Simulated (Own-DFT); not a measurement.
# Computed records: Si3N4 (beta silicon nitride, strained, atoms displaced)

A calculation, not a measurement: plane-wave PBE density functional theory by an unreviewed code, no spin, of a simulated periodic cell, stress positive in tension, free energy of the whole cell less one offset for each atom, forces on such cells moved up to 12 meV/angstrom on a denser k mesh; offsets are fitted by least squares, one for each functional and potential file, so energies compare only between cells with the same atoms and settings and are not formation energies; the far tail of each file's local potential was reset to the Coulomb form; each entry is a single point on an unrelaxed cell, so the pressure reflects the starting lattice, mostly measured values (interpolated for alloys), from which strain is counted, and rises with the displacements; printed positions are rounded, which can move forces by about a meV/angstrom; the program, named Own-DFT, is a retired in-house code; no spin-orbit coupling; before rounding, a Quantum ESPRESSO 7.3.1 run of the same cell and cutoff gave forces within 1 meV/angstrom rms on each cell, which checks the program and not the settings. Program: Own-DFT development build.

Entry: Si3N4 (beta silicon nitride, strained, atoms displaced)

```cif
# cell vector a (Å): 15.4132 -0.1014 0.1332
# cell vector b (Å): -7.7944 12.9700 -0.2049
# cell vector c (Å): 0.0509 -0.0611 5.7383
data_Si3N4
_symmetry_space_group_name_H-M 'P 1'
_symmetry_Int_Tables_number 1
_cell_length_a 15.4141
_cell_length_b 15.1333
_cell_length_c 5.7389
_cell_angle_alpha 91.560
_cell_angle_beta 88.993
_cell_angle_gamma 121.384
_cell_volume 1142.39
loop_
_atom_site_label
_atom_site_type_symbol
_atom_site_fract_x
_atom_site_fract_y
_atom_site_fract_z
_atom_site_occupancy
Si1 Si 0.08871 0.38293 0.12402 1
Si2 Si 0.11372 0.19771 0.11633 1
Si3 Si 0.29370 0.41368 0.11133 1
Si4 Si 0.41405 0.11441 0.36305 1
Si5 Si 0.38276 0.29543 0.36524 1
Si6 Si 0.19381 0.07762 0.38119 1
N1 N 0.16072 0.01650 0.13366 1
N2 N 0.48210 0.14293 0.12869 1
N3 N 0.34682 0.33465 0.10827 1
N4 N 0.33830 0.48901 0.38150 1
N5 N 0.01881 0.35157 0.37139 1
N6 N 0.14800 0.16578 0.37148 1
N7 N 0.16726 0.33175 0.12000 1
N8 N 0.33718 0.17280 0.37466 1
Si7 Si 0.08981 0.38928 0.60783 1
Si8 Si 0.11366 0.19907 0.62404 1
Si9 Si 0.29404 0.40632 0.61867 1
Si10 Si 0.40749 0.11061 0.87217 1
Si11 Si 0.38057 0.29703 0.86624 1
Si12 Si 0.19862 0.08318 0.87369 1
N9 N 0.16580 0.01844 0.63001 1
N10 N 0.48202 0.14731 0.63017 1
N11 N 0.34748 0.33721 0.63566 1
N12 N 0.33207 0.48777 0.89657 1
N13 N 0.01912 0.35051 0.87937 1
N14 N 0.15377 0.17093 0.84526 1
N15 N 0.17129 0.33418 0.60536 1
N16 N 0.33406 0.16803 0.87539 1
Si13 Si 0.08451 0.88486 0.13216 1
Si14 Si 0.11929 0.70450 0.11808 1
Si15 Si 0.30058 0.91883 0.12900 1
Si16 Si 0.41585 0.62556 0.37514 1
Si17 Si 0.38296 0.79519 0.37752 1
Si18 Si 0.20124 0.58219 0.37419 1
N17 N 0.16645 0.51918 0.14513 1
N18 N 0.48144 0.64822 0.11608 1
N19 N 0.35540 0.83912 0.12288 1
N20 N 0.33847 0.99102 0.38978 1
N21 N 0.01602 0.84566 0.36728 1
N22 N 0.15278 0.67292 0.38327 1
N23 N 0.16940 0.83379 0.14725 1
N24 N 0.33496 0.67199 0.36298 1
Si19 Si 0.08743 0.88250 0.64341 1
Si20 Si 0.11888 0.69875 0.61660 1
Si21 Si 0.29952 0.91776 0.62814 1
Si22 Si 0.41159 0.61389 0.87347 1
Si23 Si 0.38289 0.79660 0.87091 1
Si24 Si 0.20295 0.59155 0.88357 1
N25 N 0.16785 0.52228 0.62298 1
N26 N 0.48357 0.64699 0.61620 1
N27 N 0.35005 0.83239 0.63610 1
N28 N 0.32809 0.99671 0.89203 1
N29 N 0.01175 0.84501 0.86262 1
N30 N 0.14686 0.67023 0.85213 1
N31 N 0.16975 0.83760 0.62358 1
N32 N 0.32940 0.66405 0.87419 1
Si25 Si 0.58802 0.39087 0.11602 1
Si26 Si 0.61940 0.20788 0.11848 1
Si27 Si 0.80109 0.41677 0.13105 1
Si28 Si 0.91738 0.11867 0.37938 1
Si29 Si 0.88117 0.29502 0.38053 1
Si30 Si 0.70071 0.08300 0.37946 1
N33 N 0.66743 0.02048 0.12268 1
N34 N 0.98234 0.15388 0.12073 1
N35 N 0.84547 0.33247 0.11512 1
N36 N 0.83150 0.48136 0.37857 1
N37 N 0.51999 0.35231 0.36508 1
N38 N 0.65598 0.16396 0.37865 1
N39 N 0.66661 0.33120 0.13824 1
N40 N 0.83160 0.17098 0.37228 1
Si31 Si 0.58764 0.38597 0.62672 1
Si32 Si 0.62171 0.20174 0.63110 1
Si33 Si 0.79814 0.40984 0.61608 1
Si34 Si 0.91279 0.11766 0.88230 1
Si35 Si 0.88790 0.29593 0.88034 1
Si36 Si 0.70282 0.08583 0.87416 1
N41 N 0.66110 0.01796 0.62949 1
N42 N 0.99014 0.15467 0.61055 1
N43 N 0.85093 0.33070 0.60825 1
N44 N 0.82827 0.48225 0.86438 1
N45 N 0.52033 0.34944 0.86442 1
N46 N 0.66192 0.17008 0.86313 1
N47 N 0.66981 0.33593 0.62754 1
N48 N 0.83266 0.16038 0.86990 1
Si37 Si 0.57864 0.87684 0.12303 1
Si38 Si 0.61635 0.69909 0.12097 1
Si39 Si 0.79548 0.91320 0.13123 1
Si40 Si 0.91238 0.61522 0.36835 1
Si41 Si 0.88532 0.80112 0.37515 1
Si42 Si 0.70127 0.58279 0.37326 1
N49 N 0.67183 0.51427 0.13007 1
N50 N 0.98961 0.64956 0.12444 1
N51 N 0.85660 0.83987 0.12950 1
N52 N 0.83535 0.98804 0.36990 1
N53 N 0.52414 0.85081 0.36725 1
N54 N 0.64507 0.66666 0.39442 1
N55 N 0.66863 0.83177 0.11552 1
N56 N 0.83371 0.66972 0.37929 1
Si43 Si 0.58223 0.88161 0.62548 1
Si44 Si 0.61161 0.69586 0.61750 1
Si45 Si 0.79870 0.92100 0.61953 1
Si46 Si 0.92574 0.62443 0.88321 1
Si47 Si 0.88457 0.79349 0.86924 1
Si48 Si 0.70163 0.59030 0.87550 1
N57 N 0.66181 0.51604 0.61575 1
N58 N 0.98488 0.64676 0.63502 1
N59 N 0.84651 0.83748 0.63528 1
N60 N 0.83545 0.98669 0.87296 1
N61 N 0.51854 0.85171 0.89424 1
N62 N 0.65015 0.66729 0.87896 1
N63 N 0.66489 0.83785 0.63700 1
N64 N 0.83382 0.66721 0.87349 1
```

Settings of this run: functional PBE, potential files PseudoDojo norm-conserving, scalar-relativistic, standard set, wave cutoff 42 hartree, occupations Fermi-Dirac, smearing width 0.1 eV and k mesh 2 x 2 x 4 centred on Gamma.

**Q.** Estimate the stress xx of Si3N4 (beta silicon nitride, strained, atoms displaced).
**A.** -2.69 GPa

Further results for Si3N4 (beta silicon nitride, strained, atoms displaced):

* free energy of cell above offsets: -2.068 eV
* pressure: 15.24 GPa
* stress yy: -18.04 GPa
* stress zz: -25 GPa
* stress yz: -3.28 GPa
* stress xz: 3.21 GPa
* stress xy: -2.72 GPa

Force:
```csv
element,x (eV/Å),y (eV/Å),z (eV/Å)
Si,1.087,-0.334,-0.047
Si,-0.504,1.376,0.008
Si,1.732,-1.308,5.19
Si,-1.12,4.435,3.933
Si,-0.096,3.575,-0.059
Si,1.014,6.768,0.375
N,-0.172,-1.822,-3.458
N,2.299,1.242,-3.182
N,-0.131,0.59,2.711
N,-0.583,-0.614,-0.824
N,-2.145,-0.855,-0.584
N,1.638,-2.005,-1.358
N,-1.408,-0.332,-0.273
N,-0.361,-5.361,0.026
Si,2.048,-1.579,2.886
Si,-1.365,3.173,-3.502
Si,-0.032,4.465,0.491
Si,1.864,9.836,0.136
Si,2.48,-0.215,0.359
Si,1.226,4.64,2.106
N,-0.323,-4.202,-0.616
N,1.82,0.48,-0.795
N,2.332,-0.915,-2.791
N,-0.266,-0.044,-5.625
N,-0.427,0.381,-2.094
N,2.232,-2.838,5.883
N,-3.878,-0.906,0.645
N,-1.004,-1.262,-0.02
Si,2.352,-1.37,-2.225
Si,-0.082,0.651,1.52
Si,-0.025,-1.433,0.737
Si,-0.248,-2.892,-1.359
Si,0.404,3.666,-1.055
Si,-0.015,6.558,4.04
N,-0.676,-3.34,-7.313
N,2.061,1.577,1.158
N,-1.543,0.958,1.135
N,-0.511,-3.702,-1.244
N,-1.231,-0.103,3.624
N,4.3,-3.135,-6.61
N,-1.232,1.762,-1.374
N,0.039,-2.983,0.562
Si,1.977,0.079,-5.129
Si,-6.72,4.124,0.616
Si,-0.304,-0.915,1.501
Si,-0.915,0.969,-0.751
Si,2.174,-0.314,2.106
Si,-0.754,-0.649,-0.48
N,-0.281,-1.889,1.874
N,-0.363,0.629,2.329
N,-1.679,2.302,-1.95
N,-0.642,-10.47,-0.728
N,0.492,0.345,3.949
N,4.6,-2.801,6.302
N,0,-0.886,0.766
N,1.497,1.489,-0.191
Si,2.157,-4.583,0.469
Si,1.079,-3.6,1.323
Si,-1.384,-2.838,-4.034
Si,-3.474,1.025,-1.591
Si,2.1,0.921,-5.473
Si,0.406,2.07,-0.613
N,-0.157,-3.925,-0.015
N,2.706,0.592,0.944
N,1.251,0.542,1.779
N,0.597,3.469,-0.184
N,-2.513,-0.624,0.966
N,-2.573,1.126,-1.386
N,-1.258,3.749,-0.647
N,3.287,-3.949,0.226
Si,2.464,-1.451,-2.968
Si,-2.604,0.694,-1.944
Si,-0.008,-1.063,2.069
Si,-0.041,-0.432,-2.638
Si,-1.085,-0.627,-1.867
Si,0.511,1.074,1.133
N,0.132,-3.173,-1.141
N,-1.501,-0.899,3.359
N,-2.269,2.699,6.11
N,1.357,2.513,2.525
N,-3.433,-0.779,2.029
N,-1.632,0.332,2.535
N,-1.015,-1.251,-0.1
N,-0.209,2.538,-0.068
Si,7.756,4.373,0.852
Si,-2.855,1.814,3.046
Si,0.831,-0.827,-2.832
Si,-0.795,0.6,2.608
Si,-0.18,0.005,1.052
Si,-0.3,3.586,1.292
N,-0.647,2.657,-2.869
N,0.432,0.181,1.948
N,-0.84,0.396,-0.89
N,0.106,0.751,1.111
N,-5.665,-2.742,3.924
N,5.552,-3.434,-8.721
N,-1.628,-0.274,0.759
N,0.719,-1.351,-0.398
Si,2.783,1.524,1.529
Si,-3.609,5.124,6.846
Si,-0.806,-3.161,1.156
Si,-5.209,-3.872,-1.548
Si,-2.944,2.107,0.515
Si,1.842,-0.721,-0.473
N,0.112,0.611,2.235
N,1.613,1.192,-3.838
N,1.278,-0.149,-1.363
N,0.4,0.354,1.553
N,-5.035,-2.485,-6.952
N,1.45,-1.866,-2.188
N,1.015,-1.538,-0.857
N,1.104,-1.596,0.373
```
